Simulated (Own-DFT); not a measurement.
SiC (4H silicon carbide, atoms displaced) (calculated)

Computed with Own-DFT development build. A calculation, not a measurement: plane-wave PBE density functional theory by an unreviewed code, no spin, of a simulated periodic cell, stress positive in tension, free energy of the whole cell less one offset for each atom, forces on such cells passed a denser k mesh, this cell's mesh not checked; offsets are fitted by least squares, one for each functional and potential file, so energies compare only between cells with the same atoms and settings and are not formation energies; the far tail of each file's local potential was reset to the Coulomb form; each entry is a single point on an unrelaxed cell, so the pressure reflects the starting lattice, mostly measured values (interpolated for alloys), from which strain is counted, and rises with the displacements; printed positions are rounded, which can move forces by about a meV/angstrom; the program, named Own-DFT, is a retired in-house code; no spin-orbit coupling.

```json
{"formula": "SiC", "kind": "4H silicon carbide, atoms displaced", "structure": {"cell_angstrom": [[6.1654, 0.0, 0.0], [-3.0827, 5.3394, 0.0], [0.0, 0.0, 10.0681]], "atoms_fractional": [["Si", 0.98973, 0.02721, 0.42152], ["Si", 0.16433, 0.33116, 0.15102], ["C", 0.99625, 0.0056, 0.10081], ["C", 0.17429, 0.33436, 0.34477], ["Si", 0.00056, 0.50811, 0.40131], ["Si", 0.17033, 0.81936, 0.14772], ["C", 0.9834, 0.49264, 0.09158], ["C", 0.15124, 0.79898, 0.33512], ["Si", 0.5102, 0.00519, 0.40578], ["Si", 0.6682, 0.35395, 0.1575], ["C", 0.48376, 0.97985, 0.08875], ["C", 0.64397, 0.32035, 0.33701], ["Si", 0.49268, 0.48678, 0.38755], ["Si", 0.66829, 0.84523, 0.16078], ["C", 0.52127, 0.51787, 0.10085], ["C", 0.64529, 0.83225, 0.35384], ["Si", 0.99991, 0.99376, 0.89117], ["Si", 0.85357, 0.67111, 0.64522], ["C", 0.96053, 0.98891, 0.59811], ["C", 0.86356, 0.68109, 0.84588], ["Si", 0.01382, 0.51083, 0.88802], ["Si", 0.83201, 0.16489, 0.66251], ["C", 0.01851, 0.52517, 0.60349], ["C", 0.81779, 0.11896, 0.85548], ["Si", 0.50099, 0.02766, 0.90774], ["Si", 0.34349, 0.66382, 0.67443], ["C", 0.50724, 0.99271, 0.60147], ["C", 0.32427, 0.6691, 0.86362], ["Si", 0.47763, 0.46516, 0.90296], ["Si", 0.32665, 0.16753, 0.63808], ["C", 0.52537, 0.53279, 0.59323], ["C", 0.33595, 0.15777, 0.85211]]}, "settings": {"functional": "PBE", "potential_files": "PseudoDojo norm-conserving, scalar-relativistic, standard set", "wave_cutoff [hartree]": 42.0, "occupations": "Fermi-Dirac", "smearing_width [eV]": 0.1, "hardware": "one NVIDIA H100", "k_mesh": "5 x 5 x 3 centred on Gamma"}, "results": {"free_energy_of_cell_above_offsets [eV]": "4.091", "pressure [GPa]": 10.13, "stress_xx [GPa]": -15.57, "stress_yy [GPa]": -11.43, "stress_zz [GPa]": -3.38, "stress_yz [GPa]": 1.12, "stress_xz [GPa]": 0.54, "stress_xy [GPa]": 3.89, "force_element": ["Si", "Si", "C", "C", "Si", "Si", "C", "C", "Si", "Si", "C", "C", "Si", "Si", "C", "C", "Si", "Si", "C", "C", "Si", "Si", "C", "C", "Si", "Si", "C", "C", "Si", "Si", "C", "C"], "force_x [eV/angstrom]": [1.064, -0.146, 1.55, -2.75, 0.409, -3.021, 1.795, -0.254, -3.61, 1.425, 0.775, 2.66, -0.338, 0.314, -2.846, 3.493, 1.847, -2.978, 4.316, -2.801, -2.744, -2.034, 2.334, -3.021, 4.146, -0.147, -2.186, 4.695, 0.914, 1.201, -0.672, -3.39], "force_y [eV/angstrom]": [-3.3, 0.557, -0.945, -0.548, -2.886, 0.689, -0.116, 5.663, -1.757, -3.2, 3.104, 0.638, 3.033, 0.339, -1.108, -0.141, -0.449, -0.1, 2.193, -3.301, -4.06, 1.52, -3.472, 5.463, -4.682, 1.155, 1.176, 0.796, 6.195, 0.822, -3.859, 0.58], "force_z [eV/angstrom]": [-3.952, 0.389, -1.706, -0.305, 1.681, 1.219, -1.065, 0.847, 0.951, -1.142, 0.71, 1.604, 3.547, -0.359, -1.669, -2.239, 5.035, 3.424, -0.435, -2.672, 4.357, 1.456, -2.119, -3.543, 2.242, -1.566, -1.09, -3.071, 2.306, 1.906, -0.658, -4.084], "wall_time [s]": 118.4}}
```
